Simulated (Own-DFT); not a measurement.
# Stretching a layer in its plane: diamond-structure GeSn with randomly placed atoms, 64 atoms (Ge60Sn4)

The numbers are computed, not measured, by runs of the plane-wave DFT program Own-DFT (in-house, retired, unreviewed) at fixed positions, with no spin and no spin-orbit coupling.

Common settings: PBE; PseudoDojo norm-conserving scalar-relativistic files; cutoff 49 hartree; 3 x 3 x 3 k mesh centred on Gamma; Fermi-Dirac smearing of 0.1 eV.

Keep in mind: forces on such cells moved up to 12 meV/angstrom on a denser k mesh; stress not checked against mesh or cutoff.

Unstrained cell vectors in Å: (11.420, 0.000, 0.000); (0.000, 11.420, 0.000); (0.000, 0.000, 11.420). The unstrained cell has measured lattice constants (interpolated for alloys), not those of this functional. That, the random moves and any unrelaxed bonds set the pressure at no strain. Each run strains x and y alike by e, as a substrate would, and holds the height along z. All atoms carry random offsets, Gaussian with a width of 0.05 Å per axis. The random placing of the alloy's atoms differs from row to row. Stress is positive in tension.

```
e (%)  u (Å)  (s_xx + s_yy)/2 (GPa)  s_zz (GPa)
-2.50  0.053                  -9.90       -8.31
-2.00  0.052                  -8.67       -7.52
-0.75  0.051                  -6.20       -5.63
 0.25  0.049                  -4.83       -5.11
 0.50  0.048                  -3.85       -4.27
 1.50  0.050                      ?           ?
 2.00  0.051                  -1.59       -2.77
 2.25  0.049                  -1.32       -2.78
 2.50  0.049                  -0.93       -2.35
 2.75  0.051                  -0.77       -2.41
```

## Worked fit

With e as a fraction, the in-plane stress is -4.9 + 177 e - 807 e² GPa (errors 4 and 244, scatter 0.19), and s_zz is -5.0 + 115 e - 649 e² GPa (slope ± 4, scatter 0.23). At e = 0 the first slope is C11 + C12 and the second 2 C12, both with the ions held to the strained lattice and at the cell's own pressure. The term in e² is negative: the layer stiffens under compression and softens under tension. A free layer would change its height as e changes, and the in-plane slope would drop by 2 C12²/C11 to the biaxial modulus. At fixed height, a misfit of 1 % moves the in-plane stress by about 1.8 GPa and s_zz by 1.2 GPa.

## The run left out

Question: what are the two stresses at e = 1.50 %?

The fitted form gives -2.4 and -3.4 GPa. The run itself gave -2.50 and -3.38 GPa.
